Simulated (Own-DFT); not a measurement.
# Strain and stress in beta-Si3N4, 42 atoms (N24Si18)

Calculated, not measured: single-point runs of Own-DFT, a retired in-house plane-wave DFT program that no person has reviewed, on unrelaxed cells, without spin or spin-orbit coupling.

Common settings: PBE; PseudoDojo norm-conserving scalar-relativistic files; cutoff 42 hartree; 3 x 3 x 3 k mesh centred on Gamma; Fermi-Dirac smearing of 0.1 eV.

Limits: forces on such cells passed a denser k mesh, each cell not checked; stress not checked against mesh or cutoff.

Unstrained cell vectors in Å: (7.606, 0.000, 0.000); (-3.803, 6.587, 0.000); (0.000, 0.000, 8.727). The unstrained cell has measured lattice constants (interpolated for alloys), not those of this functional. That, the random moves and any unrelaxed bonds set the pressure at no strain. Each run strains this cell uniformly, with the atoms carried along. Each atom got a random Gaussian move of width 0.05 Å along each axis. Stress is counted positive in tension, P = -(s_xx + s_yy + s_zz)/3, and strain components are those of the symmetric tensor.

| run | e_xx (%) | e_yy (%) | e_zz (%) | e_yz (%) | e_xz (%) | e_xy (%) | s_xx (GPa) | s_yy (GPa) | s_zz (GPa) | s_yz (GPa) | s_xz (GPa) | s_xy (GPa) | P (GPa) | E (meV/atom) |
|---|---|---|---|---|---|---|---|---|---|---|---|---|---|---|
| 1 | 1.68 | 1.93 | 0.30 | -0.53 | 0.87 | -1.20 | 2.12 | 4.61 | -4.81 | -1.04 | 1.71 | -4.82 | -0.64 | 36.5 |
| 2 | 1.80 | -1.07 | -0.97 | 0.91 | 0.46 | 1.59 | 2.47 | -17.39 | -13.54 | 2.29 | 2.47 | 5.65 | 9.49 | 22.5 |
| 3 | -1.94 | -1.99 | -1.42 | 1.39 | -1.72 | 0.67 | -21.68 | -21.92 | -27.17 | 5.03 | -5.03 | 1.53 | 23.59 | 72.8 |
| 4 | -1.04 | -1.94 | -0.63 | -1.91 | -0.79 | 0.09 | -19.15 | -21.54 | -14.07 | -8.11 | -4.13 | -1.15 | 18.25 | 42.7 |
| 5 | -0.25 | 0.32 | -0.54 | 1.80 | 0.53 | -1.13 | -5.32 | -7.40 | -15.95 | 6.05 | -1.69 | -3.26 | 9.56 | 13.6 |
| 6 | 0.18 | 1.33 | -1.39 | -0.65 | -0.63 | 0.84 | -9.02 | -0.36 | -15.35 | -4.07 | -1.91 | 3.96 | 8.24 | 10.8 |
| 7 | -0.66 | -1.63 | 1.59 | 1.51 | 0.85 | 1.23 | -11.57 | -18.37 | -3.36 | 2.71 | 5.33 | 8.06 | 11.10 | 47.1 |
| 8 | 1.89 | 1.16 | 1.37 | 0.23 | 1.87 | -1.86 | 2.53 | 1.29 | 2.81 | 0.09 | 6.88 | -4.65 | -2.21 | 13.8 |
| 9 | 0.83 | 1.61 | 1.91 | 0.53 | -1.97 | -0.23 | -2.40 | 6.38 | 1.14 | 1.66 | -7.07 | -0.76 | -1.71 | 20.6 |
| 10 | -1.73 | 1.15 | 1.62 | 1.32 | -0.63 | -0.37 | -11.28 | -6.67 | -2.46 | 3.92 | -2.81 | -1.01 | 6.80 | 36.1 |
| 11 | -0.28 | -0.65 | 0.69 | 0.45 | -0.08 | 0.17 | -9.38 | -9.98 | -5.08 | 2.08 | -0.40 | -2.21 | 8.15 | 0.0 |
| 12 | -0.44 | -0.31 | -0.12 | -1.14 | -0.05 | -0.08 | -10.99 | -9.01 | -12.75 | -4.29 | -0.39 | -0.13 | 10.91 | 7.8 |
| 13 | 0.33 | -1.64 | 0.72 | -0.19 | -0.78 | -0.28 | -5.87 | -21.17 | -3.32 | -2.80 | -1.68 | -1.66 | 10.12 | 14.7 |
| 14 | 0.26 | -1.05 | -1.18 | -0.12 | 0.51 | -1.58 | -8.88 | -13.82 | -17.58 | 1.37 | 2.67 | -7.38 | 13.43 | 20.0 |
| 15 | -0.81 | 1.06 | -0.84 | -0.21 | -1.37 | 0.52 | -11.58 | -5.64 | -12.94 | 1.69 | -7.15 | 1.96 | 10.05 | 10.6 |
| 16 | 1.80 | -1.38 | -1.89 | -1.47 | -1.50 | 1.05 | -0.97 | -17.28 | -22.98 | -8.19 | -6.41 | 2.83 | 13.74 | 71.4 |
| 17 | 0.46 | -0.71 | 1.14 | 0.72 | 0.19 | -1.48 | ? | ? | ? | ? | ? | ? | ? | ? |

E is the free energy per atom, counted from the lowest run shown.

## What the rows give

Each stress component was fitted by least squares to a constant and the strains of the runs shown, as fractions, with shears doubled. Shear strains stay in the fit of a normal stress only where such slopes are resolved. The slopes, in GPa:

| stress | at no strain | per e_xx | per e_yy | per e_zz | scatter |
|---|---|---|---|---|---|
| s_xx | -7.9 | 514 ± 49 | 91 ± 46 | 87 ± 50 | 2.24 |
| s_yy | -8.8 | 92 ± 54 | 615 ± 51 | 55 ± 55 | 2.47 |
| s_zz | -10.2 | 152 ± 54 | 72 ± 51 | 621 ± 56 | 2.49 |

The slope of each shear stress on twice its own strain, from a fit on all six strains: yz 187 ± 20, xz 186 ± 22, xy 216 ± 23 GPa. These are stiffnesses along x, y and z of the frame in which the cell vectors are given, with the crystal's c axis along z: C11, C12, C13 and C33. Hexagonal symmetry asks that xx and yy behave alike, which is a second check on the noise. No internal relaxation is included, and where it is allowed it would reduce some of the slopes. Symmetry asks for nearly equal slopes across the diagonal; the mismatch is a measure of noise. A ninth of the table's sum, 255 ± 6 GPa, estimates the bulk modulus near the mean pressure of these runs, 9.3 GPa, so it lies above the value at zero pressure.

## Test on the hidden row

Question: what normal stresses and pressure should run 17 give?

Estimate: s_xx = -5.2, s_yy = -12.1, s_zz = -2.9 and P = 6.7 GPa. The hidden result is -2.49, -10.90, -4.29 and P = 5.89 GPa.
